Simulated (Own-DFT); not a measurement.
# Device materials side by side: how hard are they to compress?

No measurement is shown. These are fixed-geometry runs of a retired plane-wave code named Own-DFT, which no person has reviewed; spin and spin-orbit coupling are neglected.

Caveats (not all hold for every row): forces on such cells moved up to 12 meV/angstrom on a denser k mesh; forces not confirmed at this smearing and k mesh; forces on such cells passed a denser k mesh, each cell not checked; stress not checked against mesh or cutoff.

All runs are PBE with PseudoDojo norm-conserving files; cutoff and k mesh are each material's own. Every cell starts from measured lattice constants and was given uniform random strains and small random moves of its atoms. Each triple is the change of volume in per cent, the rms move u in Å and the pressure in GPa.

- 4H SiC (C36Si36), 10.36 Å³/atom unstrained: (-2.40, 0.051, 11.62); (-0.51, 0.051, 6.47); (-0.18, 0.052, 6.59); (0.50, 0.049, 4.24); (1.51, 0.055, 2.67); (1.56, 0.052, 1.54); (1.63, 0.048, 1.87)
- wurtzite AlN (Al36N36), 10.45 Å³/atom unstrained: (-2.81, 0.047, 11.77); (-2.38, 0.049, 11.40); (-0.31, 0.054, 7.53); (0.69, 0.050, 4.12); (2.29, 0.052, 1.14); (2.55, 0.045, -0.06); (3.56, 0.046, -2.03)
- wurtzite GaN (Ga48N48), 11.42 Å³/atom unstrained: withheld
- zincblende GaAs (As32Ga32), 22.58 Å³/atom unstrained: (-3.06, 0.050, 6.98); (-2.70, 0.046, 6.16); (-1.07, 0.053, 5.07); (0.29, 0.052, 3.93); (0.78, 0.051, 3.64); (2.22, 0.047, 2.42); (2.73, 0.052, 2.02)
- zincblende InP (In48P48), 25.27 Å³/atom unstrained: (-2.90, 0.051, 6.26); (-2.24, 0.050, 5.59); (-1.54, 0.049, 4.73); (-0.73, 0.049, 4.16); (-0.66, 0.051, 4.19); (1.54, 0.051, 2.74); (3.55, 0.049, 1.38)
- grey tin (Sn64), 34.15 Å³/atom unstrained: (-1.70, 0.052, 4.76); (-1.50, 0.049, 4.44); (-0.62, 0.047, 3.97); (-0.53, 0.049, 3.85); (-0.34, 0.050, 3.87); (0.95, 0.045, 3.09); (2.04, 0.051, 2.69)

## Fit

Fit a line to each set against the fractional change of volume; B is minus its slope, and u is nearly the same within a set. To take it to zero pressure, assume that B rises by 4 GPa for each GPa: B0 = B - 4 x (mean pressure). The bond length of an ideal tetrahedral crystal with the unstrained volume v is d = (√3/4)(8 v)^(1/3). Cohen's empirical rule reads B0 = (1971 - 220 L) d^(-3.5) GPa, with L = 0 for group IV crystals and SiC and 1 for III-V compounds.

| material | L | d (Å) | B (GPa) | mean P (GPa) | B0 (GPa) | rule (GPa) |
|---|---|---|---|---|---|---|
| 4H SiC (C36Si36) | 0 | 1.888 | 240 ± 13 | 5.0 | 220 ± 13 | 213 |
| wurtzite AlN (Al36N36) | 1 | 1.893 | 223 ± 8 | 4.8 | 204 ± 8 | 188 |
| wurtzite GaN (Ga48N48) | 1 | 1.950 | ? | ? | ? | 169 |
| zincblende GaAs (As32Ga32) | 1 | 2.448 | 81 ± 3 | 4.3 | 64 ± 3 | 76 |
| zincblende InP (In48P48) | 1 | 2.541 | 73 ± 4 | 4.1 | 57 ± 4 | 67 |
| grey tin (Sn64) | 0 | 2.810 | 53 ± 3 | 3.8 | 38 ± 3 | 53 |

A line through ln[B0/(1971 - 220 L)] against ln d has a slope of -4.4 ± 0.1 and a scatter of 4 %. Against the rule, B0 stands at 103 % for 4H SiC, 109 % for wurtzite AlN, 84 % for zincblende GaAs, 85 % for zincblende InP, 72 % for grey tin. PBE tends to make silicon and heavier crystals too soft, and the rule itself is only a guide.

## Check

Asked: what B0 does the fitted trend give for wurtzite GaN (Ga48N48)?

The line gives 175 GPa. Its own runs give B = 200 ± 4 GPa at a mean pressure of 7.8 GPa, so B0 = 168 GPa.
